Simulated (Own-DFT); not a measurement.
Simulation results for Hf₃₆O₇₁ (tetragonal hafnia with one neutral oxygen vacancy, atoms displaced)

Computed with Own-DFT development build. A calculation, not a measurement: plane-wave PBE and HSE06 DFT by an unreviewed code, no spin, of a simulated cell at Gamma alone, so results move with cell size and shape, stress positive in tension, energies less offsets, not probed for a lower state with spin; hafnium file: forces about 75 meV/angstrom off all-electron values; oxygen file: force components 24 meV/angstrom off all-electron in a glass; k mesh not checked against a denser one; forces and stress are PBE's, HSE06 gives the energy alone, and its difference from PBE has offsets of its own; offsets are fitted by least squares, one for each functional and potential file, so energies compare only between cells with the same atoms and settings and are not formation energies; the far tail of each file's local potential was reset to the Coulomb form; each entry is a single point on an unrelaxed cell, so the pressure reflects the starting lattice, taken from the Materials Project, from which strain is counted, and rises with the displacements; printed positions are rounded, which can move forces by about a meV/angstrom; the program is a retired in-house code; no spin-orbit coupling.

Settings shared by all entries: first functional PBE; second functional HSE06; exact exchange share 0.25; screening 0.11 1/bohr; exchange divergence Gygi-Baldereschi; potential files PseudoDojo norm-conserving, scalar-relativistic, made for PBE, standard set; wave cutoff 48 hartree; occupations fixed; k mesh 1 x 1 x 1 centred on Gamma.

(1) Hf₃₆O₇₁ (tetragonal hafnia with one neutral oxygen vacancy, atoms displaced)

```
CELL_PARAMETERS angstrom
10.78000 0.00000 0.00000
0.00000 10.78000 0.00000
0.00000 0.00000 10.44930
ATOMIC_POSITIONS crystal
Hf 0.01114 0.01678 0.99407
Hf 0.17110 0.17488 0.25007
O 0.99631 0.16794 0.14030
O 0.99441 0.16254 0.40312
O 0.17976 0.99539 0.08433
Hf 0.99062 0.00417 0.51682
Hf 0.17203 0.16204 0.74043
O 0.99822 0.16634 0.66181
O 0.16018 0.00521 0.84367
O 0.00278 0.17300 0.90451
O 0.16036 0.00346 0.60402
Hf 0.98795 0.33043 0.99760
Hf 0.17188 0.49978 0.23530
O 0.99519 0.50296 0.14314
O 0.16254 0.33472 0.33459
O 0.99544 0.50429 0.40489
O 0.16111 0.33889 0.08251
Hf 0.00223 0.34307 0.48237
Hf 0.15975 0.50102 0.75361
O 0.98955 0.49489 0.65386
O 0.15759 0.33662 0.86532
O 0.99445 0.50752 0.89540
O 0.16574 0.33122 0.60306
Hf 0.00135 0.66671 0.00285
Hf 0.16714 0.83267 0.25185
O 0.99449 0.83368 0.15624
O 0.17231 0.65906 0.33779
O 0.00494 0.83337 0.40196
O 0.17707 0.66585 0.11331
Hf 0.99759 0.66715 0.51047
Hf 0.16440 0.82846 0.75799
O 0.01117 0.83115 0.66707
O 0.16006 0.65170 0.84832
O 0.99737 0.83395 0.90863
O 0.16977 0.67013 0.59241
Hf 0.34389 0.99170 0.99899
Hf 0.51060 0.17152 0.24398
O 0.33208 0.16910 0.14365
O 0.50627 0.00916 0.34946
O 0.33489 0.16739 0.40825
O 0.50932 0.00286 0.10493
Hf 0.32985 0.00543 0.50835
Hf 0.49735 0.15673 0.74700
O 0.35065 0.16635 0.66018
O 0.49141 0.00484 0.84897
O 0.32563 0.16195 0.90398
O 0.49681 0.00072 0.61137
Hf 0.33320 0.32890 0.00024
Hf 0.49949 0.51096 0.25477
O 0.33229 0.48522 0.16333
O 0.49761 0.34771 0.34692
O 0.32827 0.50553 0.38822
O 0.51259 0.32054 0.08555
Hf 0.33147 0.32114 0.49916
Hf 0.49848 0.50223 0.74959
O 0.34263 0.50864 0.64198
O 0.50519 0.31455 0.84404
O 0.33442 0.49548 0.89020
O 0.50415 0.32321 0.60478
Hf 0.33451 0.67513 0.00755
Hf 0.49307 0.84204 0.26290
O 0.34101 0.82923 0.15336
O 0.50053 0.66902 0.34214
O 0.32942 0.83288 0.40680
O 0.49283 0.66970 0.09681
Hf 0.33399 0.66467 0.50668
Hf 0.50017 0.83152 0.76284
O 0.33047 0.84383 0.66255
O 0.51343 0.67672 0.84074
O 0.33647 0.82524 0.90992
O 0.49957 0.67169 0.58063
Hf 0.66425 0.98765 0.98925
Hf 0.82750 0.16493 0.24618
O 0.65868 0.17394 0.14145
O 0.84105 0.99413 0.34810
O 0.66883 0.16007 0.40279
O 0.82956 0.99537 0.09787
Hf 0.66229 0.00630 0.50267
Hf 0.84075 0.16793 0.74571
O 0.67431 0.17752 0.64395
O 0.82763 0.00363 0.84219
O 0.66475 0.17152 0.91859
O 0.83951 0.01601 0.59061
Hf 0.67498 0.32354 0.99313
Hf 0.83456 0.49756 0.24626
O 0.66324 0.51046 0.15879
O 0.83199 0.33951 0.33519
O 0.65633 0.49600 0.40938
O 0.84819 0.32768 0.09251
Hf 0.66160 0.33885 0.49675
Hf 0.84752 0.50022 0.74292
O 0.67259 0.50543 0.64072
O 0.82279 0.32490 0.84887
O 0.67196 0.50421 0.90294
O 0.83507 0.33311 0.59025
Hf 0.66130 0.65483 0.99388
Hf 0.83528 0.83844 0.25771
O 0.67505 0.82441 0.14389
O 0.83956 0.66313 0.35557
O 0.67094 0.83124 0.39858
O 0.83400 0.67013 0.09864
Hf 0.66378 0.66642 0.49638
Hf 0.83754 0.84070 0.76072
O 0.67253 0.84223 0.64542
O 0.83334 0.66312 0.85203
O 0.66398 0.84401 0.90483
O 0.82978 0.66284 0.61376
```

* PBE energy of cell above offsets: -88.062 eV
* HSE06 less PBE above offsets: 0.406 eV
* PBE pressure: 5.95 GPa
* PBE stress xx: -4.75 GPa
* PBE stress yy: -7.08 GPa
* PBE stress zz: -6.01 GPa
* PBE stress yz: -0.96 GPa
* PBE stress xz: 1.92 GPa
* PBE stress xy: 0.39 GPa

Force:
```tsv
element	x (eV/Å)	y (eV/Å)	z (eV/Å)
Hf	-0.917	-2.334	2.143
Hf	-0.585	-2.206	-1.872
O	1.288	-0.851	1.626
O	0.617	0.896	-0.122
O	-1.57	-0.214	1.017
Hf	3.705	-0.412	-4.592
Hf	-0.134	1.821	2.351
O	2.005	-0.256	-1.184
O	-0.031	-1.576	0.015
O	-0.546	-0.989	-1.947
O	1.634	0.776	-0.669
Hf	5.19	2.07	-2.202
Hf	-1.412	0.876	1.286
O	0.621	0.069	0.55
O	-0.223	0.028	1.895
O	0.392	0.329	-0.397
O	0.421	-0.196	2.347
Hf	-1.063	-1.938	1.878
Hf	1.305	-3.257	0.343
O	6.016	0.227	-3.162
O	0.954	0.122	-3.883
O	-0.229	-1.37	-0.194
O	0.332	-0.238	-1.106
Hf	-1.911	0	1.24
Hf	-1.044	-0.473	0.406
O	2.413	-0.073	0.131
O	-0.675	1.664	1.147
O	0.654	0.146	1.741
O	-0.798	0.416	-2.495
Hf	-1.111	0.798	-2.003
Hf	1.243	0.259	0.655
O	-2.904	0.259	-1.69
O	0.571	3.529	0.869
O	0.491	0.683	-0.364
O	-1.191	-0.302	1.444
Hf	0.278	2.596	1.151
Hf	-1.433	1.071	-0.577
O	0.339	0.297	1.746
O	-0.525	-0.669	1.096
O	-0.749	-0.719	-0.854
O	-1.39	-0.554	-0.366
Hf	-0.043	-2.053	-0.409
Hf	5.028	2.406	1.408
O	-6.227	0.184	-3.187
O	0.313	-2.476	1.708
O	-0.148	-0.205	-0.484
O	0.922	-0.233	-1.882
Hf	0.361	-0.142	-0.579
Hf	-0.34	-1.072	-0.766
O	2.253	-0.311	-3.021
O	-0.034	-3.047	0.286
O	0.201	-0.968	2.405
O	-2.468	1.078	0.902
Hf	1.717	4.307	0.645
Hf	0.905	-2.34	-0.28
O	-0.947	-0.341	0.817
O	-0.401	3.323	-0.017
O	1.068	1.044	0.764
O	-1.337	1.049	-1.575
Hf	-0.623	-3.202	0.797
Hf	2.417	-0.424	-1.41
O	-0.996	0.688	0.008
O	0.124	1.407	0.958
O	0.269	1.323	0.144
O	0.685	-0.935	-0.523
Hf	-0.904	-1.315	-2.799
Hf	0.621	3.146	-3.905
O	0.176	-0.522	0.287
O	-0.243	-3.302	1.081
O	-0.257	1.18	-1.722
O	0.543	0.587	2.342
Hf	1.55	5.16	5.207
Hf	0.616	-1.322	-0.496
O	3.292	-0.151	2.374
O	-0.526	2.496	0.709
O	0.238	2.155	-1.683
O	0.396	1.177	-0.583
Hf	-0.175	-1.757	0.607
Hf	-2.711	1.129	0.152
O	-0.622	-1.679	1.106
O	0.388	0.548	0.462
O	0.252	-4.777	-3.105
O	-3.953	-0.849	2.342
Hf	-0.802	2.711	0.938
Hf	-0.024	3.368	-0.916
O	0.812	-0.238	-0.607
O	0.111	-1.933	0.956
O	0.368	2.046	-1.673
O	-6.004	0.264	3.041
Hf	0.444	-1.33	1.934
Hf	-6.343	0.292	3.072
O	-1.473	-0.584	1.559
O	1.245	1.319	-0.733
O	-1.068	-2.361	-0.931
O	0.916	0.174	-0.635
Hf	2.132	2.386	2.935
Hf	-0.925	-2.284	-2.251
O	-1.858	0.747	1.246
O	-0.499	-0.088	0.091
O	-0.659	1.091	0.438
O	0.189	-0.972	-0.836
Hf	1.878	-0.151	0.339
Hf	-0.66	-3.247	-0.621
O	-0.173	0.007	1.54
O	-0.214	1.916	-0.16
O	-0.159	-5.407	-3.798
O	1.359	1.007	-1.414
```

(2) Hf₃₆O₇₁ (tetragonal hafnia with one neutral oxygen vacancy, atoms displaced)

```
CELL_PARAMETERS angstrom
10.78000 0.00000 0.00000
0.00000 10.78000 0.00000
0.00000 0.00000 10.44930
ATOMIC_POSITIONS crystal
Hf 0.99927 0.99699 0.99600
Hf 0.16163 0.16857 0.24817
O 0.99774 0.16340 0.15202
O 0.15978 0.00780 0.35043
O 0.00316 0.16300 0.40734
O 0.16618 0.00382 0.09241
Hf 0.00589 0.99788 0.49820
Hf 0.16634 0.15858 0.74891
O 0.99680 0.16395 0.65250
O 0.16522 0.99657 0.84788
O 0.00301 0.16933 0.89352
O 0.16793 0.00004 0.59472
Hf 0.00272 0.33557 0.00237
Hf 0.16842 0.50342 0.25347
O 0.00173 0.50098 0.15764
O 0.00299 0.49668 0.40356
O 0.16260 0.33250 0.09379
Hf 0.00506 0.32842 0.50364
Hf 0.17618 0.49654 0.74766
O 0.99752 0.49897 0.65113
O 0.17363 0.32712 0.83774
O 0.00255 0.50714 0.90199
O 0.16275 0.33743 0.59311
Hf 0.00235 0.67029 0.00103
Hf 0.16397 0.83169 0.25059
O 0.00224 0.82896 0.14800
O 0.16007 0.66416 0.33818
O 0.00311 0.82429 0.39993
O 0.16783 0.66542 0.10039
Hf 0.00199 0.66178 0.50045
Hf 0.16624 0.82456 0.74938
O 0.00847 0.83009 0.65379
O 0.16603 0.66778 0.84818
O 0.00019 0.84166 0.90644
O 0.16078 0.66856 0.59139
Hf 0.33161 0.98145 0.00263
Hf 0.49849 0.17050 0.24758
O 0.33836 0.16622 0.14019
O 0.49375 0.00442 0.35110
O 0.33328 0.16381 0.39649
O 0.50254 0.00351 0.09243
Hf 0.33429 0.00251 0.49501
Hf 0.49464 0.16868 0.74265
O 0.33148 0.16301 0.64857
O 0.49836 0.99968 0.84428
O 0.32608 0.15646 0.91191
O 0.50181 0.99508 0.60175
Hf 0.33877 0.33997 0.99757
Hf 0.49867 0.50098 0.25164
O 0.33540 0.49907 0.15371
O 0.50072 0.33515 0.34613
O 0.31986 0.50360 0.40677
O 0.50687 0.33801 0.09972
Hf 0.33425 0.32815 0.49884
Hf 0.50118 0.49430 0.75624
O 0.32854 0.49776 0.65474
O 0.49873 0.33105 0.84711
O 0.33266 0.49940 0.89812
O 0.50224 0.33468 0.59839
Hf 0.33635 0.66234 0.00667
Hf 0.49129 0.83688 0.24810
O 0.33511 0.83703 0.15664
O 0.49466 0.66302 0.35121
O 0.33886 0.82907 0.40062
O 0.50061 0.67770 0.10350
Hf 0.32708 0.66359 0.50115
Hf 0.50865 0.83241 0.74839
O 0.33030 0.83495 0.65468
O 0.50428 0.66724 0.85271
O 0.32993 0.83221 0.90227
O 0.49450 0.66724 0.60131
Hf 0.66952 0.99701 0.00410
Hf 0.83757 0.16774 0.24729
O 0.66944 0.16822 0.15417
O 0.83171 0.98940 0.34274
O 0.66475 0.16373 0.39910
O 0.83238 0.00550 0.09274
Hf 0.67239 0.99792 0.49930
Hf 0.83276 0.16879 0.74559
O 0.67362 0.16830 0.64793
O 0.82908 0.99734 0.85827
O 0.66830 0.16122 0.89470
O 0.83468 0.00468 0.59919
Hf 0.66655 0.32565 0.00137
Hf 0.83938 0.50801 0.24688
O 0.66371 0.50625 0.15347
O 0.82832 0.32716 0.34342
O 0.66417 0.50129 0.40222
O 0.83082 0.33437 0.09189
Hf 0.67002 0.34227 0.49378
Hf 0.82791 0.49599 0.74757
O 0.67516 0.49504 0.65412
O 0.83376 0.32767 0.84065
O 0.67439 0.49590 0.90857
O 0.83163 0.33958 0.60706
Hf 0.66356 0.66976 0.00195
Hf 0.82876 0.83351 0.25349
O 0.65596 0.83883 0.15735
O 0.82967 0.66803 0.35095
O 0.66736 0.83547 0.40685
O 0.83658 0.67015 0.09818
Hf 0.66471 0.67064 0.49271
Hf 0.83739 0.83111 0.74961
O 0.67187 0.83183 0.65479
O 0.82780 0.66726 0.84961
O 0.67729 0.82651 0.90123
O 0.82899 0.66801 0.60299
```

- PBE stress xx: ?
- PBE stress zz: ?
- PBE stress yy: ?

**Q.** What PBE stress xx does the calculation give for Hf₃₆O₇₁ (tetragonal hafnia with one neutral oxygen vacancy, atoms displaced) (entry 2)?
**A.** -2.19 GPa

**Q.** Estimate the PBE stress zz of Hf₃₆O₇₁ (tetragonal hafnia with one neutral oxygen vacancy, atoms displaced) (entry 2).
**A.** -2.54 GPa

**Q.** Estimate the PBE stress yy of Hf₃₆O₇₁ (tetragonal hafnia with one neutral oxygen vacancy, atoms displaced) (entry 2).
**A.** -1.42 GPa

Further results for Hf₃₆O₇₁ (tetragonal hafnia with one neutral oxygen vacancy, atoms displaced) (entry 2):

- PBE energy of cell above offsets: -97.658 eV
- HSE06 less PBE above offsets: 0.041 eV
- PBE pressure: 2.05 GPa
- PBE stress yz: -0.7 GPa
- PBE stress xz: -0.61 GPa
- PBE stress xy: 0.1 GPa

Force:
```tsv
element	x (eV/Å)	y (eV/Å)	z (eV/Å)
Hf	-0.14	2.212	-0.099
Hf	1.465	0.304	-0.862
O	0.643	0.57	-0.006
O	0.461	-1.738	-0.698
O	-0.165	0.739	-0.973
O	-0.182	-0.596	1.153
Hf	-0.448	-0.562	0.765
Hf	-0.686	-0.564	1.314
O	1.256	0.207	-0.871
O	-0.097	-0.548	-0.631
O	0.19	-0.106	1.333
O	-0.039	0.324	-0.106
Hf	-1.164	-0.206	-2.08
Hf	-0.348	-1.894	-0.293
O	0.109	0.012	-0.54
O	-0.001	-0.29	-0.478
O	1.375	0.269	0.603
Hf	-2.046	0.722	0.225
Hf	-3.734	-0.173	1.055
O	0.997	0.286	0.194
O	0.241	1.273	0.432
O	0.149	-1.395	0.934
O	1.826	-0.349	-0.396
Hf	-0.576	0.02	-0.833
Hf	-0.82	0.877	-0.035
O	-0.345	0.506	0.894
O	0.388	1.043	1.182
O	0.089	1.228	0.022
O	0.82	0.083	-0.287
Hf	-2.002	-0.283	0.696
Hf	1.137	1.732	0.416
O	-1.722	0.254	-0.518
O	0.238	-0.962	0.156
O	-0.018	-2.79	-1.119
O	1.439	-0.404	0.674
Hf	0.459	3.944	-0.472
Hf	0.094	-0.939	-0.474
O	-0.763	0.819	2.347
O	-0.009	-0.572	-0.698
O	-0.46	1.373	0.189
O	-0.662	-0.522	0.861
Hf	0.806	-1.285	0.935
Hf	1.916	-1.923	0.951
O	0.121	0.656	-0.707
O	0.153	-0.487	-0.238
O	0.522	1.482	-1.317
O	-0.043	0.314	-0.943
Hf	-0.792	-3.73	0.528
Hf	1.462	-0.038	-0.164
O	-0.227	0.129	-0.656
O	-0.583	0.349	0.63
O	-0.015	-1.662	-0.445
O	-1.22	0.044	-0.247
Hf	-0.261	0.323	-0.186
Hf	0.931	1.392	-1.112
O	2.29	0.07	-0.851
O	-0.492	0.028	0.499
O	0.31	0.879	0.348
O	-0.49	0.12	-0.18
Hf	-0.279	0.846	-1.106
Hf	1.281	0.159	1.726
O	-1.772	-0.113	-1.028
O	0.318	0.435	-0.226
O	-0.985	0.446	0.177
O	-1.017	-0.623	-0.285
Hf	1.573	1.476	0.583
Hf	-1.129	0.79	-0.082
O	0.459	-0.398	-0.137
O	-0.19	-0.93	0.131
O	0.295	-2.492	0.132
O	0.645	-0.345	-0.391
Hf	-0.092	0.446	-1.785
Hf	-1.541	-0.725	0.266
O	-0.332	0.084	-0.444
O	0.44	2.188	0.829
O	0.136	0.219	0.452
O	0.558	-0.583	1.414
Hf	-0.679	1.851	0.866
Hf	-0.345	-1.089	1.122
O	-2.028	-0.088	-0.135
O	0.568	0.083	-1.659
O	-0.53	0.796	1.104
O	0.609	-0.944	-0.652
Hf	0.91	-0.385	-1.029
Hf	-1.397	-1.087	0.026
O	0.486	0.299	0.67
O	0.227	1.645	0.35
O	0.083	0.731	-0.332
O	1.034	0.109	0.63
Hf	0.72	-2.383	1.107
Hf	2.276	0.391	1.383
O	-3.579	0.3	-0.709
O	0.045	1.142	1.203
O	-0.944	0.174	-0.374
O	0.54	-0.575	-2.161
Hf	1.181	-1.141	-0.468
Hf	0.34	-0.953	-1.584
O	2.019	-0.244	-0.211
O	-0.089	-0.329	-0.066
O	-0.232	-0.611	-0.861
O	-0.636	-0.274	0.471
Hf	-0.035	-0.4	1.874
Hf	-0.193	0.044	0.881
O	-0.4	0.136	-0.529
O	0.822	-0.084	-0.181
O	-1.121	1.299	0.471
O	0.635	0.146	-1.246
```
